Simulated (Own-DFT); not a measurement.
GaN (wurtzite, atoms displaced) (calculated)

All values are calculated (Own-DFT development build). A calculation, not a measurement: plane-wave PBE density functional theory by an unreviewed code, no spin, of a simulated periodic cell, stress positive in tension, free energy of the whole cell less one offset for each atom, forces on such cells passed a denser k mesh, this cell's mesh not checked; offsets are fitted by least squares, one for each functional and potential file, so energies compare only between cells with the same atoms and settings and are not formation energies; the far tail of each file's local potential was reset to the Coulomb form; each entry is a single point on an unrelaxed cell, so the pressure reflects the starting lattice, mostly measured values (interpolated for alloys), from which strain is counted, and rises with the displacements; printed positions are rounded, which can move forces by about a meV/angstrom; the program, named Own-DFT, is a retired in-house code; no spin-orbit coupling.

```xyz
96
Lattice="12.7560 0.0000 0.0000 -4.7835 8.2853 0.0000 0.0000 0.0000 10.3700" Properties=species:S:1:pos:R:3 formula=GaN functional=PBE potential_files=PseudoDojo_norm-conserving,scalar-relativistic,standard_set wave_cutoff=42 occupations=Fermi-Dirac smearing_width=0.1 hardware=one_NVIDIA_H200 k_mesh=3_x_4_x_3_centred_on_Gamma
Ga     0.0400     1.8228    10.3135
Ga     1.6153     0.8739     2.5468
N      0.1281     1.9166     1.9261
N      1.5441     0.9567     4.5327
Ga    -0.0163     1.8741     5.1390
Ga     1.5551     0.9379     7.7296
N     -0.0172     1.8230     7.1041
N      1.6634     0.8073     9.7933
Ga    -1.5173     4.6398    10.3132
Ga     0.0024     3.5542     2.6355
N     -1.5648     4.5906     1.9546
N     -0.0621     3.6263     4.3855
Ga    -1.6100     4.6371     5.1993
Ga     0.0202     3.7356     7.7758
N     -1.7043     4.6227     7.1188
N     -0.0650     3.7080     9.7375
Ga    -3.1021     7.2751     0.0069
Ga    -1.6499     6.3979     2.6578
N     -3.1959     7.3370     1.9488
N     -1.6318     6.4292     4.5709
Ga    -3.1636     7.3638     5.1682
Ga    -1.4818     6.4452     7.7018
N     -3.2697     7.4122     7.1365
N     -1.5689     6.4237     9.6305
Ga     3.2637     1.8756     0.0143
Ga     4.8140     0.9058     2.5707
N      3.2672     1.8594     1.9667
N      4.8038     0.9268     4.4687
Ga     3.1487     1.8827     5.1859
Ga     4.8201     0.8688     7.8334
N      3.2550     1.9302     7.1927
N      4.6548     0.9262     9.7560
Ga     1.6401     4.6164    10.2663
Ga     3.1032     3.7600     2.5015
N      1.6077     4.6239     2.0049
N      3.1528     3.6324     4.5861
Ga     1.5029     4.5567     5.1867
Ga     3.1780     3.7449     7.7801
N      1.5787     4.6856     7.1537
N      3.1685     3.6334     9.7058
Ga     0.0928     7.3576    10.3450
Ga     1.6228     6.4542     2.6196
N      0.0322     7.3729     1.9709
N      1.6543     6.3763     4.6071
Ga    -0.1193     7.3545     5.2047
Ga     1.5935     6.4163     7.8182
N     -0.0121     7.3648     7.1216
N      1.6233     6.4250     9.7124
Ga     6.3873     1.8087     0.0347
Ga     7.9803     0.8982     2.6207
N      6.4617     1.7938     1.9300
N      7.9866     0.8341     4.5118
Ga     6.2003     1.8176     5.1157
Ga     8.0369     0.8925     7.7657
N      6.4083     1.9091     7.1084
N      7.9830     0.9945     9.7471
Ga     4.8363     4.5430    10.3199
Ga     6.3887     3.6552     2.5615
N      4.7890     4.5686     1.9313
N      6.3693     3.7836     4.5524
Ga     4.7881     4.6240     5.1264
Ga     6.2480     3.7626     7.7746
N      4.8546     4.6374     7.0418
N      6.3784     3.7140     9.8038
Ga     3.1605     7.3673    10.2903
Ga     4.7865     6.5120     2.5925
N      3.1543     7.3827     2.0179
N      4.7966     6.4239     4.5832
Ga     3.1135     7.4441     5.2638
Ga     4.8451     6.3986     7.7169
N      3.2562     7.3691     7.1671
N      4.8771     6.4612     9.7317
Ga     9.5958     1.7917     0.0007
Ga    11.1274     0.9617     2.5366
N      9.5780     1.7883     1.9976
N     11.2564     0.9361     4.4765
Ga     9.5425     1.8591     5.1837
Ga    11.0690     0.9772     7.7819
N      9.6137     1.8882     7.1215
N     11.1600     0.9309     9.7640
Ga     7.9625     4.4890     0.0187
Ga     9.5979     3.6144     2.5481
N      8.0268     4.4812     1.9594
N      9.6336     3.6883     4.5359
Ga     8.0157     4.6387     5.1287
Ga     9.5440     3.6671     7.8193
N      7.9480     4.5688     7.1054
N      9.5323     3.6532     9.7277
Ga     6.3730     7.2864     0.0028
Ga     8.0306     6.4834     2.6208
N      6.3461     7.3415     1.9948
N      7.9840     6.4765     4.5431
Ga     6.2943     7.3092     5.1430
Ga     7.9734     6.4188     7.8012
N      6.4524     7.3320     7.1813
N      7.9645     6.6003     9.6829
```

Units: wave_cutoff in hartree; smearing_width in eV.

Questions
1. Estimate the pressure of GaN (wurtzite, atoms displaced).
2. Give the table of force values for GaN (wurtzite, atoms displaced).

Answers
1. 7.66 GPa
2. 
Force:
```
element  x (eV/Å)  y (eV/Å)  z (eV/Å)
     Ga     0.446    -0.397     0.462
     Ga     0.612     1.005     0.331
      N    -1.306    -2.802    -1.207
      N     1.275    -0.756    -0.241
     Ga    -0.012    -0.659     0.672
     Ga     0.944    -0.141     1.122
      N     -0.31     1.436     0.374
      N    -0.338     1.935    -0.883
     Ga    -2.172    -0.011     1.361
     Ga     0.162     3.044    -3.128
      N    -0.075    -0.114    -0.449
      N     0.178     1.477     4.855
     Ga     0.181    -1.344    -0.331
     Ga    -1.184    -1.061    -0.224
      N     1.894    -0.118      0.11
      N     2.415    -0.797    -0.986
     Ga    -0.964     0.525     -0.54
     Ga     1.187     0.037    -1.341
      N      0.81    -0.073    -0.008
      N     0.337     0.167    -0.223
     Ga    -1.601     1.055     0.976
     Ga    -3.311    -0.099     0.745
      N     1.919    -0.739    -0.579
      N     1.123     0.173     0.742
     Ga    -2.763    -0.565     0.864
     Ga     0.036     0.304    -0.597
      N    -0.821     0.035    -0.166
      N    -2.488    -1.593     0.619
     Ga     0.172    -0.985     0.293
     Ga    -0.151     1.703    -0.775
      N    -0.633    -1.231    -0.727
      N     3.725    -1.248    -0.589
     Ga    -0.984    -0.971     2.136
     Ga     2.302    -1.608     1.623
      N    -1.796     0.623    -1.864
      N     0.024     1.639    -0.832
     Ga     0.939    -0.037    -0.659
     Ga     0.631     -0.33    -0.827
      N     -0.04     -1.33    -0.277
      N     0.646      1.32    -0.175
     Ga    -1.958     0.137     1.047
     Ga    -0.604    -0.383     0.583
      N    -0.668    -0.742    -0.371
      N    -1.614     0.901    -0.195
     Ga     2.321     0.425    -0.925
     Ga     0.511     1.589    -1.327
      N     1.517     0.465    -0.035
      N    -0.054     0.381    -0.122
     Ga    -0.571     0.433    -0.673
     Ga     0.285    -0.057    -0.275
      N    -1.003     0.449     0.549
      N    -0.511     2.252     0.858
     Ga     3.548     1.985     1.469
     Ga    -0.831     1.445    -0.013
      N    -0.437    -1.281     0.415
      N     -0.35     -1.46    -0.696
     Ga    -1.563     1.556     1.387
     Ga    -0.257     0.264     0.557
      N     -0.12     0.727    -0.037
      N     0.477    -1.881    -0.892
     Ga    -0.973    -0.547    -0.307
     Ga     3.156    -1.688     0.304
      N    -2.684     0.148     0.757
      N    -0.034    -1.681    -1.723
     Ga     1.767     0.369     1.387
     Ga    -0.673    -1.495     0.343
      N      0.68    -0.358    -1.747
      N    -1.803     0.566    -0.862
     Ga     0.815    -2.013    -0.632
     Ga     0.382     1.135     0.734
      N    -0.921    -0.401     0.597
      N    -2.681    -1.187    -0.829
     Ga     0.024     0.888     0.647
     Ga     2.027    -0.957     0.576
      N      -0.7     0.459    -1.187
      N    -2.052    -0.688     0.563
     Ga     0.695    -0.398    -0.704
     Ga     2.239    -1.641     0.283
      N    -1.335    -0.404    -0.277
      N     0.161    -0.378    -0.388
     Ga     0.831     2.067     0.141
     Ga     0.524     0.613     0.598
      N    -0.581     1.625    -0.074
      N     -0.98    -0.179    -0.353
     Ga    -0.237    -0.479     0.661
     Ga    -0.893      0.67    -0.488
      N     0.057     0.263     0.522
      N      1.02     0.071     0.414
     Ga     1.025       1.7     0.791
     Ga    -1.479    -1.251    -0.362
      N     1.342     0.589    -0.743
      N     0.048    -0.183    -0.124
     Ga     2.174     1.589     0.979
     Ga     0.584    -0.258    -0.547
      N    -1.604     1.208    -1.151
      N      0.95    -2.448     1.248
```

Further results for GaN (wurtzite, atoms displaced):

| Item | Value |
| --- | --- |
| free energy of cell above offsets | 25.218 eV |
| stress xx | -8.07 GPa |
| stress yy | -7.8 GPa |
| stress zz | -7.11 GPa |
| stress yz | -0.43 GPa |
| stress xz | -0.45 GPa |
| stress xy | 0.75 GPa |
| wall time | 1172 s |
